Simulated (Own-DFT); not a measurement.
# Computed records: Hf$_{31}$O$_{64}$ (monoclinic hafnia with one vacancy, atoms displaced)

Computed with Own-DFT development build. A calculation, not a measurement: plane-wave PBE density functional theory by an unreviewed code, no spin, of a simulated periodic cell, stress positive in tension, free energy of the whole cell less one offset for each atom, defect cell not probed for a lower state with spin; hafnium file: forces about 75 meV/angstrom off all-electron values; oxygen file: force components 24 meV/angstrom off all-electron in one glass; forces on such cells passed a denser k mesh, this cell's mesh not checked; offsets are fitted by least squares, one for each functional and potential file, so energies compare only between cells with the same atoms and settings and are not formation energies; the far tail of each file's local potential was reset to the Coulomb form; each entry is a single point on an unrelaxed cell, so the pressure reflects the starting lattice, mostly measured values, from which strain is counted, and rises with the displacements; printed positions are rounded, which can move forces by about a meV/angstrom; the program is a retired in-house code; no spin-orbit coupling; before rounding, a Quantum ESPRESSO 7.3.1 run of the same cell and cutoff gave forces within 1 meV/angstrom rms on each cell, which checks the program and not the settings.

### Hf$_{31}$O$_{64}$ (monoclinic hafnia with one vacancy, atoms displaced)

```
CELL_PARAMETERS angstrom
10.23400 0.00000 0.00000
0.00000 10.35000 0.00000
-1.69550 0.00000 10.44530
ATOMIC_POSITIONS crystal
Hf 0.13826 0.02075 0.10424
Hf 0.36081 0.27396 0.14403
Hf 0.36045 0.48360 0.39499
Hf 0.13139 0.22677 0.35531
O 0.03257 0.16241 0.17381
O 0.46263 0.41879 0.07764
O 0.46327 0.33310 0.32804
O 0.03972 0.08677 0.42348
O 0.22274 0.37781 0.24017
O 0.27363 0.13317 0.00457
O 0.27182 0.12266 0.26098
O 0.21990 0.36484 0.48954
Hf 0.35820 0.27014 0.64610
Hf 0.36140 0.47568 0.89478
Hf 0.14059 0.23053 0.85218
O 0.04049 0.16408 0.67471
O 0.46935 0.41638 0.57361
O 0.46176 0.33879 0.82928
O 0.03130 0.08151 0.91925
O 0.23108 0.37771 0.74569
O 0.27161 0.13047 0.51384
O 0.27749 0.12218 0.76058
O 0.22587 0.37111 0.99113
Hf 0.13880 0.51869 0.10219
Hf 0.36021 0.77074 0.14344
Hf 0.36749 0.97772 0.39018
Hf 0.14059 0.73187 0.35159
O 0.03585 0.67079 0.17270
O 0.46313 0.91037 0.07826
O 0.46369 0.83312 0.32137
O 0.03425 0.58287 0.42543
O 0.22767 0.87964 0.24053
O 0.27891 0.62949 0.01354
O 0.27728 0.62135 0.26158
O 0.22652 0.87124 0.48781
Hf 0.13794 0.51940 0.60093
Hf 0.36166 0.77682 0.64167
Hf 0.36208 0.98383 0.89596
Hf 0.13671 0.72848 0.85778
O 0.03481 0.67192 0.67625
O 0.46462 0.92368 0.57693
O 0.45892 0.83487 0.82821
O 0.03968 0.58451 0.92567
O 0.22993 0.87651 0.73961
O 0.27734 0.62705 0.50417
O 0.27402 0.62059 0.75914
O 0.22336 0.87126 0.99358
Hf 0.63871 0.01881 0.10551
Hf 0.86177 0.27034 0.14493
Hf 0.86163 0.47889 0.39395
Hf 0.63542 0.23084 0.35398
O 0.53774 0.16673 0.17189
O 0.96738 0.41822 0.07692
O 0.96070 0.33152 0.33017
O 0.53501 0.08059 0.42513
O 0.72261 0.38194 0.23907
O 0.77401 0.12917 0.01247
O 0.77913 0.11800 0.26118
O 0.72378 0.36705 0.48012
Hf 0.64417 0.01818 0.60850
Hf 0.86407 0.26982 0.64368
Hf 0.86432 0.47867 0.89604
Hf 0.63664 0.23256 0.85524
O 0.53514 0.16841 0.66603
O 0.96409 0.41721 0.58017
O 0.96516 0.33575 0.82434
O 0.54100 0.08341 0.92139
O 0.72800 0.38214 0.74475
O 0.77975 0.13222 0.50959
O 0.77700 0.11843 0.76137
O 0.72844 0.36917 0.98892
Hf 0.63410 0.52061 0.10597
Hf 0.86363 0.77159 0.14508
Hf 0.86288 0.97804 0.40076
Hf 0.63663 0.73008 0.35313
O 0.53213 0.66320 0.17125
O 0.96605 0.91748 0.07562
O 0.96297 0.83418 0.32861
O 0.53420 0.58259 0.42323
O 0.72468 0.88026 0.23555
O 0.77874 0.62416 0.00434
O 0.77449 0.62133 0.26002
O 0.72748 0.86943 0.48916
Hf 0.63846 0.51647 0.60034
Hf 0.86259 0.77054 0.64319
Hf 0.85612 0.97975 0.89635
Hf 0.64150 0.73113 0.85147
O 0.53782 0.67107 0.67309
O 0.96540 0.91218 0.58086
O 0.96722 0.83237 0.82576
O 0.53893 0.58246 0.92420
O 0.72526 0.88129 0.74357
O 0.77023 0.63026 0.51153
O 0.77423 0.62145 0.75797
O 0.72316 0.87215 0.99214
```

```
functional                        : PBE
potential files                   : PseudoDojo norm-conserving, scalar-relativistic, standard set
wave cutoff                       : 72 hartree
occupations                       : Fermi-Dirac
smearing width                    : 0.1 eV
k mesh                            : 2 x 2 x 2 centred on Gamma
free energy of cell above offsets : -79.908 eV
pressure                          : 3.73 GPa
stress xx                         : -3.52 GPa
stress yy                         : -4.15 GPa
stress zz                         : -3.52 GPa
stress yz                         : 0.14 GPa
stress xz                         : 0.27 GPa
stress xy                         : -0.1 GPa
```

Force:
```tsv
element	x (eV/Å)	y (eV/Å)	z (eV/Å)
Hf	0.105	-0.146	-0.413
Hf	-0.143	-0.576	0.827
Hf	-0.09	-1.005	0.047
Hf	1.527	-0.271	0.834
O	-0.446	0.386	-0.33
O	0.141	-0.357	0.232
O	0.125	-0.019	-0.258
O	-1.541	-0.746	-0.415
O	0.112	0.386	-0.381
O	0.155	-0.307	0.894
O	0.555	-0.146	-0.401
O	0.318	1.312	0.529
Hf	-0.133	-1.455	-0.792
Hf	-0.168	2.176	0.286
Hf	-0.573	-1.453	-0.956
O	-1.272	1.048	-0.004
O	-0.932	-0.466	0.359
O	1.688	-1.478	-0.239
O	0.235	0.479	0.36
O	-1.059	0.443	-0.935
O	1.133	0.241	-0.948
O	0.89	0.733	0.953
O	-0.297	0.244	0.004
Hf	0.376	0.551	0.843
Hf	-0.339	-0.435	-0.149
Hf	-2.299	0.687	1.799
Hf	-0.226	0.538	1.114
O	0.278	-0.529	-0.277
O	0.98	1.327	-0.374
O	0.851	-0.323	0.63
O	0.109	0.254	-0.313
O	-0.53	-0.035	-0.481
O	-0.209	-0.335	-0.342
O	-0.176	0.03	-0.407
O	0.898	-1.065	-0.878
Hf	0.058	0.701	0.697
Hf	-1.076	0.501	-0.026
Hf	-0.795	-0.481	-1.081
Hf	1.099	1.086	-0.972
O	0.515	-1.369	-0.768
O	0.656	-0.54	0.26
O	1.001	-0.296	0.037
O	-0.68	-0.585	-0.25
O	0.304	-0.513	1.033
O	-0.325	0.004	0.749
O	0.05	-0.356	-0.12
O	-0.07	0.282	-0.389
Hf	-0.152	0.221	0.133
Hf	-0.321	-0.04	0.192
Hf	-0.198	0.385	0.039
Hf	-0.006	-0.967	-0.33
O	-0.564	0.182	-0.208
O	-0.276	-0.581	0.307
O	-0.087	0.198	-0.363
O	1.086	0.724	-0.491
O	0.155	-0.521	-0.277
O	0.306	-0.05	-0.13
O	-0.27	0.504	-0.032
O	0.059	1.019	1.363
Hf	-1.004	1.017	-0.764
Hf	0.599	-0.728	0.635
Hf	-0.491	0.519	-0.306
Hf	0.239	-0.129	-0.594
O	0.297	0.253	0.793
O	0.082	0.238	-0.238
O	0.579	-0.294	0.281
O	-0.763	-0.304	-0.081
O	-0.273	-0.51	-0.983
O	-0.511	-0.669	0.18
O	-0.307	0.72	-0.067
O	-0.295	-0.028	0.212
Hf	0.769	0.397	-0.764
Hf	-0.244	-0.208	-0.038
Hf	1.621	0.652	0.387
Hf	0.098	-0.434	-0.245
O	0.185	0.232	0.461
O	-0.227	-0.29	0.31
O	0.276	-0.256	-0.231
O	0.207	0.474	-0.574
O	-0.262	-0.557	0.713
O	-0.11	0.883	0.934
O	0.091	0.21	0.031
O	-0.718	0.348	-0.045
Hf	-0.203	0.921	0.893
Hf	0.439	-0.068	0.793
Hf	1.438	-0.033	-0.059
Hf	-0.951	-0.993	0.292
O	0.048	-0.362	-0.41
O	-0.533	0.364	-0.608
O	-1.012	0.6	0.621
O	-0.321	0.13	-0.392
O	-0.126	-0.424	-0.246
O	0.545	-0.396	-0.616
O	0.294	-0.09	0.283
O	0.03	-0.379	-0.346
```
